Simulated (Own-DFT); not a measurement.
# Computed records: GaP (zincblende, strongly disordered by large displacements), InAs (zincblende, strongly disordered by large displacements)

All values are calculated (Own-DFT development build). A calculation, not a measurement: plane-wave PBE density functional theory by an unreviewed code, no spin, of a simulated periodic cell, stress positive in tension, free energy of the whole cell less one offset for each atom, forces on such cells passed a denser k mesh, this cell's mesh not checked; broken bonds can close the gap or carry spin, so checks made on this kind of crystal may not hold here; offsets are fitted by least squares, one for each functional and potential file, so energies compare only between cells with the same atoms and settings and are not formation energies; the far tail of each file's local potential was reset to the Coulomb form; each entry is a single point on an unrelaxed cell, so the pressure reflects the starting lattice, mostly measured values (interpolated for alloys), from which strain is counted, and rises with the displacements; printed positions are rounded, which can move forces by about a meV/angstrom; the program, named Own-DFT, is a retired in-house code; no spin-orbit coupling.

Settings shared by all entries: functional PBE; potential files PseudoDojo norm-conserving, scalar-relativistic, standard set; wave cutoff 42 hartree; occupations Fermi-Dirac; smearing width 0.1 eV; k mesh 3 x 3 x 3 centred on Gamma.

(1) GaP (zincblende, strongly disordered by large displacements)

```
CELL_PARAMETERS angstrom
10.90100 0.00000 0.00000
0.00000 10.90100 0.00000
0.00000 0.00000 10.90100
ATOMIC_POSITIONS crystal
Ga 0.01637 0.02474 0.98540
Ga 0.03324 0.24058 0.27964
Ga 0.25390 0.00849 0.26701
Ga 0.24788 0.24181 0.03054
P 0.10555 0.13998 0.11155
P 0.12736 0.42059 0.38653
P 0.36993 0.12259 0.40190
P 0.36803 0.36258 0.09669
Ga 0.04291 0.98084 0.51881
Ga 0.01646 0.24542 0.75880
Ga 0.25130 0.00551 0.73360
Ga 0.26450 0.21579 0.50944
P 0.10999 0.14029 0.61363
P 0.11215 0.36130 0.90751
P 0.37242 0.13307 0.85255
P 0.37095 0.36321 0.65454
Ga 0.99628 0.47105 0.99633
Ga 0.98287 0.72280 0.23679
Ga 0.25688 0.51067 0.21688
Ga 0.22906 0.74673 0.02720
P 0.13307 0.61301 0.12731
P 0.12549 0.86648 0.41887
P 0.41779 0.65857 0.37052
P 0.36835 0.87657 0.09451
Ga 0.99028 0.50705 0.47841
Ga 0.97847 0.77575 0.78057
Ga 0.26280 0.50031 0.70971
Ga 0.23519 0.74263 0.50309
P 0.13286 0.61218 0.61526
P 0.08992 0.86900 0.87200
P 0.36220 0.64952 0.86939
P 0.38808 0.86341 0.61257
Ga 0.53387 0.96996 0.97400
Ga 0.49873 0.24026 0.26639
Ga 0.71447 0.99553 0.21109
Ga 0.75337 0.21093 0.98907
P 0.62802 0.12941 0.11335
P 0.65525 0.33684 0.39618
P 0.89943 0.15282 0.34007
P 0.85062 0.38592 0.09923
Ga 0.47651 0.02053 0.48645
Ga 0.47490 0.23764 0.76602
Ga 0.75269 0.98988 0.73624
Ga 0.76853 0.26000 0.52214
P 0.63662 0.12589 0.62311
P 0.61281 0.36150 0.84234
P 0.90692 0.15060 0.84788
P 0.89187 0.38407 0.60517
Ga 0.51577 0.51856 0.98963
Ga 0.49411 0.76464 0.23564
Ga 0.72597 0.51673 0.26315
Ga 0.74261 0.73376 0.01197
P 0.60782 0.63862 0.13160
P 0.60767 0.90575 0.37810
P 0.86622 0.65305 0.36109
P 0.88974 0.89794 0.13067
Ga 0.50289 0.50838 0.52320
Ga 0.47948 0.75041 0.72876
Ga 0.76126 0.49406 0.75184
Ga 0.72755 0.74735 0.50328
P 0.62589 0.62262 0.65322
P 0.60584 0.85089 0.87880
P 0.87858 0.61048 0.84734
P 0.88343 0.84641 0.62054
```

```
hardware                          : one NVIDIA H100
free energy of cell above offsets : 9.388 eV
pressure                          : 13.17 GPa
stress xx                         : -14.55 GPa
stress yy                         : -13.75 GPa
stress zz                         : -11.2 GPa
stress yz                         : 1.1 GPa
stress xz                         : 2.26 GPa
stress xy                         : -0.34 GPa
wall time                         : 617.8 s
```

Force:
```
element  x (eV/Å)  y (eV/Å)  z (eV/Å)
     Ga     -2.33    -1.789    -1.071
     Ga     6.207     6.341    -2.622
     Ga    -1.384    -1.511    -1.533
     Ga    -1.306    -2.125    -4.262
      P     1.533    -0.715     3.662
      P     4.542    -4.091    -3.578
      P    -2.037     3.153    -10.07
      P     4.762      4.01     3.605
     Ga    -6.487     4.356      3.68
     Ga     5.407     7.423    -4.936
     Ga    -0.293    -0.927     0.052
     Ga    -3.858     6.583     4.156
      P     1.136    -0.468     0.975
      P     4.658    -2.195     -3.96
      P    -5.913    -7.299     7.134
      P     1.675    -2.236    -4.814
     Ga    -2.705     4.213     1.327
     Ga      3.09     3.269    -2.912
     Ga     3.802    -3.039     4.348
     Ga     0.583     1.519    -3.585
      P    -5.651      1.19    -1.492
      P     1.893    -2.464    -9.439
      P    -3.879    -3.986     3.149
      P     0.615     1.858     2.216
     Ga    -2.243     2.985     1.395
     Ga    -4.854    -5.758    -4.841
     Ga    -1.943     2.809     4.087
     Ga      4.58    -2.198     0.917
      P    -2.728      0.85     0.407
      P      8.51     4.875     5.015
      P    -0.436    -1.987     0.326
      P    -3.232     3.573    -2.312
     Ga    -6.059     8.952     6.228
     Ga     0.281     1.235     -0.71
     Ga     3.258    -2.629      3.49
     Ga     1.795     3.686    -2.016
      P    -4.241     0.711    -0.992
      P    -4.453      4.11    -3.921
      P    -8.243    -5.962     4.769
      P    -1.747    -0.699     2.117
     Ga     7.368    -6.299     6.598
     Ga      7.06     4.181    -5.176
     Ga     0.644    -0.358     0.591
     Ga     1.795    -3.985     0.667
      P     -1.49    -0.086     0.156
      P     2.162     1.303     2.849
      P    -8.782    -7.723     5.537
      P     0.663     0.655     3.317
     Ga    -1.347    -1.383    -1.789
     Ga     0.379     3.822    -1.355
     Ga     0.921    -1.915    -0.551
     Ga     2.198     0.967    -1.477
      P     1.078    -1.725     0.246
      P     1.493    -1.509    -1.365
      P    -3.393    -2.975     3.781
      P    -0.748    -1.186    -0.792
     Ga     0.068    -1.146    -1.142
     Ga     2.005    -1.714      3.32
     Ga    -1.496    -2.638    -1.868
     Ga     0.031     0.814    -0.211
      P     0.159     0.264    -1.603
      P     6.457    -6.722    -6.785
      P     1.506     1.454     4.295
      P    -1.038     2.279     -1.23
```

(2) GaP (zincblende, strongly disordered by large displacements)

```
CELL_PARAMETERS angstrom
10.90100 0.00000 0.00000
0.00000 10.90100 0.00000
0.00000 0.00000 10.90100
ATOMIC_POSITIONS crystal
Ga 0.00102 0.99861 0.00198
Ga 0.99550 0.23222 0.23834
Ga 0.24815 0.98214 0.30427
Ga 0.25853 0.28124 0.00638
P 0.11674 0.11103 0.12025
P 0.11326 0.35199 0.38728
P 0.38406 0.08264 0.37248
P 0.38903 0.36942 0.11640
Ga 0.01303 0.00034 0.50271
Ga 0.00402 0.27578 0.76721
Ga 0.23413 0.98309 0.71223
Ga 0.25588 0.20433 0.50375
P 0.10816 0.12606 0.65645
P 0.12526 0.36740 0.91104
P 0.37098 0.14828 0.86654
P 0.39120 0.34378 0.62352
Ga 0.98916 0.50035 0.00058
Ga 0.99481 0.73470 0.25482
Ga 0.22727 0.51371 0.23990
Ga 0.24515 0.76535 0.99094
P 0.13248 0.59830 0.09064
P 0.09113 0.86641 0.42742
P 0.36737 0.59838 0.36851
P 0.34600 0.88349 0.14011
Ga 0.98739 0.47682 0.47453
Ga 0.99750 0.72537 0.74423
Ga 0.24789 0.49570 0.74987
Ga 0.24562 0.74828 0.48860
P 0.13865 0.61278 0.61904
P 0.09561 0.89518 0.85457
P 0.36790 0.61826 0.86451
P 0.38118 0.89931 0.63710
Ga 0.48651 0.95988 0.00347
Ga 0.47661 0.26075 0.27651
Ga 0.77502 0.98594 0.23053
Ga 0.76176 0.26410 0.98663
P 0.61249 0.11854 0.10060
P 0.62356 0.37979 0.39761
P 0.89684 0.09869 0.34891
P 0.87738 0.33631 0.08832
Ga 0.51144 0.98640 0.50372
Ga 0.48496 0.25511 0.73096
Ga 0.76299 0.02656 0.76391
Ga 0.77185 0.24017 0.49788
P 0.61638 0.13542 0.63038
P 0.65422 0.39983 0.85776
P 0.86985 0.14221 0.86445
P 0.88825 0.37080 0.65208
Ga 0.51203 0.49194 0.99697
Ga 0.48243 0.73841 0.25029
Ga 0.78935 0.47862 0.28163
Ga 0.78924 0.76106 0.99866
P 0.64353 0.63465 0.12057
P 0.64920 0.86090 0.37739
P 0.87314 0.62078 0.35379
P 0.89467 0.85835 0.13491
Ga 0.51627 0.48804 0.49157
Ga 0.48574 0.73635 0.74230
Ga 0.73944 0.49581 0.72776
Ga 0.76209 0.74837 0.48694
P 0.62368 0.61151 0.60643
P 0.62143 0.86093 0.87791
P 0.87522 0.63742 0.87607
P 0.83428 0.88984 0.60237
```

```
hardware                          : one NVIDIA H100
free energy of cell above offsets : -2.678 eV
pressure                          : 9.24 GPa
stress xx                         : -9.59 GPa
stress yy                         : -9.69 GPa
stress zz                         : -8.43 GPa
stress yz                         : -1.62 GPa
stress xz                         : -2.54 GPa
stress xy                         : 0.83 GPa
wall time                         : 533.9 s
```

Force:
```
element  x (eV/Å)  y (eV/Å)  z (eV/Å)
     Ga    -1.349      0.44    -0.405
     Ga     1.018     1.333    -0.621
     Ga     -5.47    -2.744    -3.559
     Ga     1.334    -5.417     0.497
      P     2.995     0.968      1.36
      P     1.987    -0.949     -2.51
      P     3.165     4.814     1.852
      P     0.622     1.913     2.895
     Ga    -5.557     7.171     4.903
     Ga     2.245    -2.165     2.093
     Ga    -1.929     1.889     4.061
     Ga    -0.476      1.17     0.771
      P    -0.039     0.749    -2.848
      P    -2.404     2.932    -4.277
      P    -0.607    -1.947     0.929
      P    -7.738     7.863    -7.885
     Ga    -2.116    -0.907    -1.036
     Ga     3.617     0.451    -0.893
     Ga     1.134      -2.8     1.412
     Ga    -0.709    -0.208    -0.839
      P     -0.03     3.674     1.319
      P     4.732     -7.01    -6.374
      P      0.14     1.483     0.722
      P     0.404    -1.567     0.063
     Ga    -0.111     1.579     2.637
     Ga     0.866     1.868     -1.27
     Ga     0.064    -1.893    -0.018
     Ga     1.791    -0.912     1.377
      P    -1.671     0.065    -0.684
      P     1.909    -2.487    -0.454
      P     0.417     0.259     1.756
      P     2.425    -4.139     -2.08
     Ga     0.364     2.452    -0.347
     Ga     1.534    -1.096    -1.233
     Ga    -3.544     1.045      0.21
     Ga    -8.952    -4.483    -5.228
      P     0.907     0.093     1.339
      P     4.738    -4.848    -4.605
      P    -1.253     1.088     2.749
      P     6.808     6.186     8.624
     Ga     2.252     0.197     0.227
     Ga     6.902    -5.121     8.317
     Ga    -4.183    -3.398     -2.84
     Ga    -0.597    -0.777     0.538
      P     2.037    -1.345    -0.991
      P    -4.323      -3.8     3.872
      P     3.284     0.319     2.548
      P    -2.055     2.048    -4.687
     Ga     1.155     1.585    -0.367
     Ga     1.597     0.391    -0.651
     Ga      -4.8    -4.921    -4.882
     Ga    -4.037     0.061     0.278
      P    -0.681    -0.983     0.513
      P    -3.501     1.862    -2.615
      P     1.852     2.457     4.676
      P     1.051     1.496    -1.323
     Ga     -5.45     2.657     3.162
     Ga     1.446     0.601    -0.175
     Ga     2.816     2.872    -1.723
     Ga     -0.39    -2.943     1.059
      P      0.22       2.8     0.482
      P     1.131     0.124    -0.716
      P     0.074    -3.219     -1.47
      P     2.942     1.125     2.367
```

(3) InAs (zincblende, strongly disordered by large displacements)

```
CELL_PARAMETERS angstrom
12.11660 0.00000 0.00000
0.00000 12.11660 0.00000
0.00000 0.00000 12.11660
ATOMIC_POSITIONS crystal
In 0.00262 0.98027 0.95401
In 0.99350 0.22607 0.25125
In 0.24362 0.98653 0.26560
In 0.28829 0.25728 0.99731
As 0.10200 0.14558 0.13440
As 0.14845 0.38232 0.36995
As 0.39411 0.11071 0.35080
As 0.39949 0.36234 0.14163
In 0.01403 0.00924 0.50251
In 0.99738 0.24571 0.77266
In 0.22791 0.96189 0.73569
In 0.25676 0.27659 0.48953
As 0.14667 0.12863 0.62358
As 0.09948 0.39560 0.87133
As 0.38684 0.09948 0.88470
As 0.37302 0.38323 0.63510
In 0.98248 0.49331 0.00699
In 0.01821 0.76101 0.24987
In 0.22392 0.51775 0.26346
In 0.25701 0.74885 0.97763
As 0.13288 0.60522 0.13565
As 0.11063 0.88007 0.34763
As 0.35885 0.64772 0.36178
As 0.37030 0.88901 0.12327
In 0.97465 0.50011 0.50905
In 0.01741 0.74292 0.75993
In 0.26512 0.49621 0.72382
In 0.23525 0.77500 0.48800
As 0.11683 0.61597 0.61510
As 0.14305 0.88039 0.89166
As 0.37669 0.63224 0.88233
As 0.36401 0.88647 0.64671
In 0.50544 0.01340 0.98457
In 0.49204 0.23804 0.27036
In 0.73886 0.01737 0.25921
In 0.75279 0.24643 0.01002
As 0.60175 0.11220 0.14022
As 0.60743 0.35394 0.36219
As 0.89725 0.13408 0.40714
As 0.86631 0.38604 0.13670
In 0.49101 0.98969 0.50028
In 0.48195 0.25537 0.75772
In 0.76852 0.00643 0.74299
In 0.73896 0.26665 0.50612
As 0.62403 0.13420 0.63153
As 0.64473 0.37596 0.86811
As 0.87443 0.14498 0.85843
As 0.91102 0.38101 0.64273
In 0.48572 0.47857 0.00498
In 0.52483 0.75314 0.25515
In 0.74177 0.50635 0.21845
In 0.75278 0.73279 0.00791
As 0.61587 0.61036 0.12967
As 0.60333 0.89533 0.38007
As 0.88116 0.61540 0.37062
As 0.85205 0.89697 0.11900
In 0.49269 0.51610 0.48676
In 0.49902 0.76273 0.75052
In 0.77164 0.50362 0.77407
In 0.72615 0.72204 0.48836
As 0.62295 0.60225 0.60853
As 0.63571 0.86079 0.86507
As 0.87319 0.61880 0.88470
As 0.86011 0.84086 0.57538
```

```
hardware                          : one NVIDIA H200
free energy of cell above offsets : -0.850 eV
pressure                          : 8.96 GPa
stress xx                         : -9.5 GPa
stress yy                         : -8.88 GPa
stress zz                         : -8.49 GPa
stress yz                         : 0.8 GPa
stress xz                         : 0.54 GPa
stress xy                         : 0.9 GPa
wall time                         : 1301 s
```

Force:
```
element  x (eV/Å)  y (eV/Å)  z (eV/Å)
     In    -4.767     4.093     3.592
     In    -3.024     3.987     3.508
     In     1.858     2.918    -2.797
     In    -2.065    -0.293     0.084
     As     5.132    -3.977    -5.304
     As    -4.398    -1.478     0.772
     As    -4.704    -3.669     4.193
     As    -2.369     1.106     0.391
     In     0.509    -2.265     1.141
     In     4.895     1.958    -3.206
     In    -3.097     4.737     1.482
     In     1.768     -2.47     1.152
     As    -0.593     0.269     0.643
     As     3.132    -0.459    -0.337
     As    -5.502     4.009    -4.937
     As     3.821    -3.395      -3.7
     In     1.094     0.445      1.05
     In    -4.401    -4.585    -4.032
     In     4.948    -1.207     1.847
     In     0.181    -0.304     4.423
     As    -3.601     4.106    -5.681
     As     0.876      2.71     5.742
     As     1.271    -0.032     0.607
     As     0.646    -1.151    -0.669
     In     2.021     0.799    -2.255
     In      -1.1     0.005    -0.863
     In    -4.529       4.4     4.085
     In     0.113    -0.957     1.036
     As     1.289     1.246     0.116
     As     0.613    -2.216     -1.56
     As     1.635    -2.615    -2.212
     As      4.46    -2.962    -4.506
     In     4.555    -4.778     3.746
     In     1.542     1.341    -3.658
     In     1.394    -0.048     1.147
     In    -0.779    -0.138     0.686
     As     1.375     1.232    -1.356
     As     2.881     4.109     2.007
     As    -3.474     1.229    -1.228
     As     1.695    -3.419    -0.427
     In    -1.501      2.64      2.97
     In     1.356    -0.895     0.436
     In    -0.893    -1.557    -1.316
     In      1.03    -0.047      0.58
     As    -0.706    -0.628    -0.101
     As    -2.051    -0.875     0.932
     As    -3.279    -4.149     3.585
     As    -3.285    -1.626     0.993
     In     1.481     1.115     -1.52
     In    -1.884     0.173    -0.902
     In     1.009    -0.961     4.509
     In    -0.884     1.184     0.574
     As    -2.684     2.679      -2.5
     As     3.401    -2.403    -1.285
     As    -1.061     0.964    -1.643
     As     1.545    -1.178    -0.415
     In    -1.482    -1.434      -1.5
     In      0.12    -1.754    -0.674
     In    -1.467    -1.652    -3.703
     In    -0.284      0.57     -2.12
     As     0.249     0.319     3.472
     As     0.922     1.469     1.061
     As      2.35     3.082     0.972
     As     2.696     2.681     2.873
```

(4) InAs (zincblende, strongly disordered by large displacements)

```
CELL_PARAMETERS angstrom
12.11660 0.00000 0.00000
0.00000 12.11660 0.00000
0.00000 0.00000 12.11660
ATOMIC_POSITIONS crystal
In 0.99684 0.02275 0.01169
In 0.98952 0.24790 0.23424
In 0.24723 0.99776 0.25255
In 0.25109 0.24693 0.03766
As 0.11066 0.15697 0.14420
As 0.10045 0.40969 0.38452
As 0.39457 0.14441 0.35923
As 0.39389 0.39888 0.11215
In 0.99458 0.01317 0.51570
In 0.98254 0.21220 0.73514
In 0.25958 0.99985 0.73387
In 0.23981 0.24745 0.50476
As 0.13122 0.10061 0.60855
As 0.13763 0.38386 0.87284
As 0.41115 0.14578 0.86385
As 0.35746 0.36655 0.63243
In 0.01378 0.50466 0.00541
In 0.98575 0.75530 0.26745
In 0.23460 0.50140 0.23118
In 0.24598 0.74777 0.99635
As 0.11950 0.61626 0.11775
As 0.13393 0.85432 0.37823
As 0.37296 0.59417 0.40184
As 0.36204 0.87772 0.11133
In 0.99322 0.49936 0.50016
In 0.99511 0.76446 0.73934
In 0.23219 0.50197 0.74957
In 0.23200 0.73619 0.50134
As 0.12187 0.62635 0.62617
As 0.12069 0.89141 0.87521
As 0.35350 0.59650 0.84998
As 0.36703 0.89600 0.64050
In 0.52170 0.00648 0.01739
In 0.48307 0.27086 0.26915
In 0.74792 0.00423 0.27480
In 0.71538 0.26697 0.99908
As 0.61896 0.15041 0.12291
As 0.63042 0.40248 0.37268
As 0.87828 0.10524 0.36130
As 0.86831 0.37091 0.12069
In 0.48644 0.01177 0.47919
In 0.51904 0.24933 0.74608
In 0.78580 0.99551 0.74322
In 0.71884 0.27084 0.47931
As 0.61532 0.09560 0.59704
As 0.62501 0.37937 0.88460
As 0.87409 0.13140 0.87949
As 0.87501 0.39921 0.62176
In 0.50888 0.52754 0.00626
In 0.51104 0.74045 0.24320
In 0.75487 0.48311 0.24370
In 0.75939 0.78846 0.00319
As 0.62376 0.62762 0.11152
As 0.64307 0.84038 0.36650
As 0.88496 0.66306 0.39065
As 0.86363 0.87550 0.11836
In 0.51660 0.47969 0.50536
In 0.47913 0.74947 0.73076
In 0.74782 0.48693 0.74981
In 0.75312 0.77292 0.48671
As 0.61261 0.61077 0.63082
As 0.60573 0.84542 0.86506
As 0.89005 0.62335 0.86419
As 0.86556 0.87745 0.63695
```

```
hardware                          : one NVIDIA H200
free energy of cell above offsets : 0.680 eV
pressure                          : 9.35 GPa
stress xx                         : -9.96 GPa
stress yy                         : -8.19 GPa
stress zz                         : -9.9 GPa
stress yz                         : -0.43 GPa
stress xz                         : 0.03 GPa
stress xy                         : -0.51 GPa
wall time                         : 1177 s
```

Force:
```
element  x (eV/Å)  y (eV/Å)  z (eV/Å)
     In     0.507    -1.191    -0.033
     In    -4.702     4.181     5.485
     In     -0.06     0.196     0.059
     In     2.151     1.645    -3.163
     As      4.69    -5.933     -2.78
     As     3.876     -4.83     -4.43
     As    -5.424    -4.114     2.633
     As    -1.748     -1.74     1.778
     In    -2.578    -3.031    -2.781
     In     1.927     2.768     -1.22
     In    -3.471     4.258     6.048
     In     0.054     0.951    -1.241
     As     1.551     2.715     1.944
     As    -1.967    -3.309     1.796
     As    -3.489    -3.025     3.149
     As     1.497     0.079    -0.189
     In    -2.276    -1.966    -2.709
     In     2.725     1.842    -4.564
     In     1.944    -0.705     2.019
     In     -0.39    -0.731    -1.352
     As     0.246     3.969     1.728
     As    -1.106      2.89    -0.899
     As    -0.496     1.396    -1.845
     As     1.491     0.407     0.989
     In     -2.14     4.294     2.342
     In     1.526    -1.313     1.458
     In    -1.786    -1.782    -3.563
     In     3.066    -0.295     0.481
     As    -1.608    -0.143     0.602
     As     0.173     0.066     0.076
     As     4.405      4.32     3.833
     As     4.081    -4.556    -6.101
     In      -1.3    -1.161     -2.14
     In     3.695     4.892    -4.313
     In     -2.98    -2.028    -3.186
     In     4.103    -1.925     1.335
     As    -0.205    -1.427       3.4
     As    -1.154    -0.718    -2.787
     As     2.494     3.472     2.466
     As     0.484      0.09    -1.559
     In    -0.704    -3.089    -0.385
     In     1.122     1.417    -2.636
     In    -5.144     4.063     4.269
     In      2.68    -3.354     2.677
     As     3.062     2.668     2.494
     As    -2.422     3.054    -3.277
     As    -2.026     0.108      1.38
     As    -0.718    -3.706     0.124
     In    -2.529    -1.535    -4.187
     In    -2.527    -0.507     0.453
     In     0.658     3.071    -0.648
     In    -3.843    -4.893    -5.189
     As     4.273     2.088     2.256
     As    -5.399     4.702     -4.14
     As     -1.67     -5.26     1.772
     As     4.397     4.052     5.005
     In    -3.095     0.917     2.473
     In    -0.258    -1.743     0.458
     In    -0.222     1.785     1.225
     In     2.441    -2.754     6.683
     As     1.291      1.41     -0.02
     As     1.399     2.123     1.054
     As    -1.029     0.274     0.826
     As     2.454    -3.401    -5.429
```
